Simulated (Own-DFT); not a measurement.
# Which defects push the lattice out? zincblende GaP

Source: density functional calculations with Own-DFT, an unreviewed in-house program that is no longer used. Nothing was measured or relaxed, and spin and spin-orbit coupling are left out.

Settings: PBE; PseudoDojo norm-conserving scalar-relativistic files; cutoff 42 hartree; 2 x 3 x 3 k mesh centred on Gamma; Fermi-Dirac smearing of 0.1 eV.

Caveats (not all hold for every row): not probed for a lower state with spin; forces on such cells failed a check on a denser k mesh; forces on such cells moved up to 12 meV/angstrom on a denser k mesh; forces on such cells passed a denser k mesh, each cell not checked; stress not checked against mesh or cutoff.

All runs share one cell, with vectors in Å (16.352, 0.000, 0.000); (0.000, 10.901, 0.000); (0.000, 0.000, 10.901) and a volume of 1943.1 Å³. Atoms were moved at random from their sites; u is the rms move along one axis. The defect's site can differ from row to row.

| cell | formula | u (Å) | P (GPa) |
|---|---|---|---|
| no defect | Ga48P48 | 0.0198 | 2.71 |
| no defect | Ga48P48 | 0.0201 | 2.71 |
| no defect | Ga48P48 | 0.0505 | 3.35 |
| one P on a Ga site | Ga47P49 | 0.0305 | 2.91 |
| one P on a Ga site | Ga47P49 | 0.0311 | 2.94 |
| one P on a Ga site | Ga47P49 | 0.0484 | 3.23 |
| two P on a Ga site each | Ga46P50 | 0.0299 | 2.99 |
| two P on a Ga site each | Ga46P50 | 0.0309 | 3.00 |
| two P on a Ga site each | Ga46P50 | 0.0498 | ? |
| two P on a Ga site each | Ga46P50 | 0.0512 | 3.44 |
| two P vacancies | Ga48P46 | 0.0295 | 2.42 |
| two P vacancies | Ga48P46 | 0.0314 | 2.47 |
| two P vacancies | Ga48P46 | 0.0486 | 2.80 |
| one Ga on a P site and one P on a Ga site | Ga48P48 | 0.0303 | 2.99 |
| one Ga on a P site and one P on a Ga site | Ga48P48 | 0.0311 | 2.95 |
| one Ga on a P site and one P on a Ga site | Ga48P48 | 0.0505 | 3.37 |

## Working it out

P = P0 + c u² + a shift for each defect gives P0 = 2.63 GPa, c = 264 ± 10 GPa/Å² and a scatter of 0.03 GPa. The shifts, and each times the cell's volume:

- two P on a Ga site each: 0.13 ± 0.02 GPa, 1.5 eV (0.8 eV for each of its 2 sites)
- one Ga on a P site and one P on a Ga site: 0.09 ± 0.02 GPa, 1.1 eV
- one P on a Ga site: 0.02 ± 0.02 GPa, 0.3 eV (not resolved)
- two P vacancies: -0.43 ± 0.02 GPa, -5.3 eV (-2.6 eV for each of its 2 sites)

A positive shift means that the defect pushes the cell outwards. Shift times volume (160.2 GPa Å³ is 1 eV) depends little on the cell's size, so, taken for each site, it can be compared between cells at like pressure. The atoms around the defects weren't relaxed, which would change these numbers.

## Check

Question: what pressure belongs in the blank (two P on a Ga site each, u = 0.0498 Å)?

From the fit: 3.41 ± 0.04 GPa. The hidden result is 3.35 GPa.
